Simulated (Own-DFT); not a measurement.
# Point defects and the pressure they add: zincblende GaAs

Everything here is calculated. The program is Own-DFT (plane waves, in-house, since retired, never reviewed by a person); positions were held fixed, and spin and spin-orbit coupling were off.

Method: PBE; PseudoDojo norm-conserving scalar-relativistic files; cutoff 42 hartree; 3 x 3 x 3 k mesh centred on Gamma; Fermi-Dirac smearing of 0.1 eV.

Limits (not all hold for every row): not probed for a lower state with spin; forces not confirmed at this smearing and k mesh; stress not checked against mesh or cutoff.

All runs share one cell, with vectors in Å (11.737, 0.000, 0.000); (0.000, 11.737, 0.000); (0.000, 0.000, 10.833) and a volume of 1492.4 Å³, strained against the parent crystal. The atoms are randomly displaced, by u rms on each axis. The defect's site can differ from row to row.

| cell | formula | u (Å) | P (GPa) |
|---|---|---|---|
| no defect | As32Ga32 | 0.0275 | 1.24 |
| no defect | As32Ga32 | 0.0453 | 1.51 |
| no defect | As32Ga32 | 0.0496 | 1.56 |
| one Al on a Ga site | AlAs32Ga31 | 0.0300 | 1.23 |
| one Al on a Ga site | AlAs32Ga31 | 0.0307 | 1.21 |
| one Al on a Ga site | AlAs32Ga31 | 0.0495 | 1.53 |
| one As vacancy and one Ga vacancy | As31Ga31 | 0.0293 | 0.89 |
| one As vacancy and one Ga vacancy | As31Ga31 | 0.0335 | ? |
| one As vacancy and one Ga vacancy | As31Ga31 | 0.0481 | 1.23 |
| one As vacancy and one Ga vacancy | As31Ga31 | 0.0545 | 1.51 |

## Fit

P = P0 + c u² + a shift for each defect gives P0 = 1.02 GPa, c = 235 ± 24 GPa/Å² and a scatter of 0.06 GPa. The shifts, and each times the cell's volume:

- one Al on a Ga site: -0.04 ± 0.05 GPa, -0.4 eV (not resolved)
- one As vacancy and one Ga vacancy: -0.30 ± 0.05 GPa, -2.8 eV

Positive is outwards. The product with the volume (160.2 GPa Å³ to the eV) is nearly free of the cell's size; divided by the bulk modulus at the cell's pressure it gives the volume that the defect adds. The atoms around the defects weren't relaxed, which would change these numbers.

## The run left out

Asked: what pressure belongs in the blank (one As vacancy and one Ga vacancy, u = 0.0335 Å)?

Estimate: 0.99 ± 0.07 GPa. The hidden result is 0.98 GPa.
